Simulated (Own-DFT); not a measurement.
Simulation results for Si₃Ge (diamond lattice with Si and Ge gathered in clusters, atoms displaced)

Computed with Own-DFT development build. A calculation, not a measurement: plane-wave density functional theory by an unreviewed code, no spin, of a simulated periodic cell, stress positive in tension, run twice, with PBE and with PBEsol, both on files made for PBE, so the change isn't that of files made for PBEsol; forces on such cells passed a denser k mesh, this cell's mesh not checked; the far tail of each file's local potential was reset to the Coulomb form; each entry is a single point on an unrelaxed cell, so the pressure reflects the starting lattice, mostly measured values (interpolated for alloys), from which strain is counted, and rises with the displacements; printed positions are rounded, which can move forces by about a meV/angstrom; the program, named Own-DFT, is a retired in-house code; no spin-orbit coupling; stress was not checked against mesh or cutoff.

## Si₃Ge (diamond lattice with Si and Ge gathered in clusters, atoms displaced)

```xyz
64
Lattice="10.9755 0.0000 0.0000 0.0000 10.9755 0.0000 0.0000 0.0000 10.9755" Properties=species:S:1:pos:R:3 Si3Ge
Si    10.9631    10.8985     0.0120
Si    10.9614     2.8225     2.6776
Ge     2.6633     0.0746     2.7510
Si     2.8415     2.7362    10.9597
Si     1.4115     1.4105     1.3090
Si     1.2283     4.1687     4.0968
Ge     4.1285     1.3616     4.0379
Si     4.1577     4.1314     1.3003
Si     0.1736    10.9082     5.4722
Si    10.8906     2.7292     8.1642
Ge     2.7758     0.0051     8.2083
Ge     2.8105     2.7853     5.5193
Si     1.3693     1.3797     6.8448
Si     1.4710     4.0292     9.6220
Si     4.2093     1.2609     9.5303
Si     4.1148     4.0916     6.8925
Si    10.8773     5.4655    10.9168
Si    10.9345     8.2845     2.7432
Si     2.8367     5.4810     2.7726
Si     2.7147     8.2171    10.9398
Si     1.3798     6.8052     1.3773
Si     1.3250     9.5501     4.0804
Si     4.0940     6.9563     4.0985
Si     4.1298     9.6218     1.3401
Si    10.9674     5.4369     5.4772
Si     0.0183     8.2235     8.2096
Si     2.8272     5.4240     8.1711
Ge     2.6870     8.2436     5.5846
Si     1.3568     6.8921     6.8516
Si     1.4155     9.5641     9.6458
Si     4.1328     6.8044     9.5810
Ge     3.9918     9.6225     6.8472
Si     5.4664    10.9631     0.0726
Ge     5.4341     2.7770     2.6944
Ge     8.1526    10.9751     2.7837
Si     8.2225     2.7939    10.9192
Si     6.8686     1.3655     1.3953
Si     6.8969     4.1799     4.0638
Si     9.5783     1.3858     4.1020
Si     9.6111     4.0807     1.3074
Ge     5.5186    10.9755     5.4377
Ge     5.5099     2.8360     8.2391
Ge     8.2431    10.9443     8.2625
Ge     8.1606     2.6702     5.5692
Ge     6.8412     1.4448     6.7971
Si     6.8027     4.2210     9.6899
Si     9.5750     1.3637     9.5406
Si     9.6344     4.0562     6.9306
Si     5.4473     5.5344    10.9747
Ge     5.4863     8.1604     2.8043
Si     8.3065     5.3860     2.6534
Si     8.3384     8.2751    10.9633
Si     6.9380     6.8092     1.3662
Ge     6.8130     9.5455     4.1390
Si     9.5388     6.8918     4.1092
Si     9.5649     9.5993     1.2945
Si     5.5222     5.5356     5.5645
Ge     5.5517     8.2673     8.1914
Si     8.3086     5.4131     8.2333
Si     8.1878     8.0905     5.4949
Si     6.8690     6.8290     6.8943
Si     6.8692     9.6118     9.8536
Si     9.6103     6.9481     9.6043
Si     9.5716     9.5938     6.8992
```

Here we set functional PBE, then PBEsol, potential files PseudoDojo norm-conserving, scalar-relativistic, standard set, wave cutoff 42 hartree, occupations Fermi-Dirac, smearing width 0.1 eV and k mesh 3 x 3 x 3 centred on Gamma.

It finds PBE pressure 2.92 GPa; PBE stress xx -2.88 GPa; PBE stress yy -2.97 GPa; PBE stress zz -2.91 GPa; PBE stress yz -0.4 GPa; PBE stress xz 0.28 GPa; PBE stress xy -0.16 GPa; PBEsol pressure 1.14 GPa; PBEsol stress xx -1.1 GPa; PBEsol stress yy -1.18 GPa; PBEsol stress zz -1.13 GPa; PBEsol stress yz -0.4 GPa; PBEsol stress xz 0.28 GPa; PBEsol stress xy -0.13 GPa; rms change of force components from PBE to PBEsol 0.046 eV/Å.

Force:
```csv
force element,PBE force x (eV/Å),PBE force y (eV/Å),PBE force z (eV/Å),PBEsol force x (eV/Å),PBEsol force y (eV/Å),PBEsol force z (eV/Å)
Si,0.341,1.205,-0.588,0.338,1.194,-0.582
Si,-0.001,-1.21,0.178,0.003,-1.209,0.176
Ge,0.095,-1.422,-0.594,0.15,-1.347,-0.53
Si,0.121,-0.83,-0.391,0.146,-0.836,-0.387
Si,-1.025,0.277,-0.117,-0.968,0.227,-0.07
Si,2.021,-0.432,-0.383,2.04,-0.464,-0.354
Ge,-0.155,0.353,0.874,-0.151,0.345,0.846
Si,-0.662,0.397,0.365,-0.608,0.343,0.413
Si,-2.195,0.684,0.229,-2.164,0.675,0.235
Si,1.898,-0.785,1.397,1.888,-0.782,1.39
Ge,-1.554,0.572,1.056,-1.463,0.502,0.97
Ge,-1.322,-0.239,-0.827,-1.252,-0.281,-0.839
Si,-0.048,0.247,0.1,0.05,0.251,0.101
Si,-1.214,0.697,-0.855,-1.205,0.69,-0.843
Si,-0.03,1.169,0.958,-0.038,1.149,0.841
Si,0.789,0.909,-0.817,0.796,0.778,-0.825
Si,1.461,0.155,0.104,1.439,0.15,0.088
Si,-0.145,-0.929,-0.608,-0.146,-0.921,-0.613
Si,-1.029,-0.102,-0.222,-1.001,-0.116,-0.211
Si,0.763,-0.628,0.631,0.765,-0.629,0.631
Si,-0.354,0.19,0.028,-0.358,0.177,0.03
Si,0.641,0.104,-0.004,0.74,0.097,-0.006
Si,-0.356,-1.676,1.583,-0.333,-1.549,1.567
Si,-0.846,-0.688,0.553,-0.844,-0.688,0.635
Si,-0.893,1.259,0.667,-0.894,1.253,0.673
Si,-0.01,0.478,0.404,-0.002,0.484,0.397
Si,-1.304,0.809,0.83,-1.298,0.807,0.816
Ge,-0.303,-0.485,-2.149,-0.239,-0.411,-2.051
Si,-0.387,-1.764,0.633,-0.326,-1.69,0.573
Si,-0.72,0.311,-0.728,-0.672,0.358,-0.772
Si,-0.418,0.768,-0.357,-0.38,0.807,-0.401
Ge,2.315,0.103,-0.16,2.233,0.102,-0.154
Si,0.335,0.657,-0.047,0.324,0.672,-0.038
Ge,1.275,0.374,-0.015,1.205,0.309,0.032
Ge,1.015,-0.215,-0.523,0.939,-0.254,-0.465
Si,-0.305,-0.871,0.259,-0.304,-0.865,0.247
Si,-0.21,0.68,-0.867,-0.199,0.668,-0.76
Si,-0.487,-0.275,0.753,-0.497,-0.351,0.751
Si,1.2,-0.216,0.338,1.097,-0.219,0.343
Si,0.016,-0.035,-0.373,0.018,-0.041,-0.38
Ge,-1.02,0.062,0.639,-0.99,0.066,0.606
Ge,0.039,-0.607,0.693,0.072,-0.638,0.63
Ge,-1.164,-0.096,0.211,-1.166,-0.063,0.176
Ge,2.197,2.38,-2.399,2.077,2.257,-2.281
Ge,-1.213,-2.045,2.233,-1.169,-1.97,2.149
Si,0.996,-0.366,-0.693,0.938,-0.398,-0.731
Si,0.678,0.297,0.983,0.617,0.236,0.928
Si,-0.579,0.83,-1.472,-0.626,0.786,-1.518
Si,0.461,0.467,0.461,0.45,0.476,0.469
Ge,0.213,0.513,-1.991,0.256,0.559,-1.895
Si,-0.281,1.015,0.709,-0.261,0.995,0.699
Si,-1.23,-1.209,0.402,-1.214,-1.212,0.393
Si,-0.076,0.255,-0.227,-0.113,0.298,-0.185
Ge,1.067,-0.532,0.417,0.988,-0.471,0.368
Si,0.836,-1.028,-0.519,0.829,-1.018,-0.524
Si,0.592,0.561,1.612,0.537,0.606,1.648
Si,-0.671,-0.375,-1.158,-0.675,-0.375,-1.147
Ge,-0.276,0.138,1.295,-0.309,0.167,1.23
Si,-0.782,1.083,0.713,-0.768,1.062,0.709
Si,0.317,1.33,0.539,0.264,1.367,0.498
Si,0.721,-0.579,0.271,0.659,-0.518,0.337
Si,-0.092,-0.024,-1.979,-0.097,-0.017,-2.032
Si,0.166,-1.058,-0.794,0.16,-1.04,-0.789
Si,0.787,-0.61,-1.263,0.715,-0.542,-1.212
```
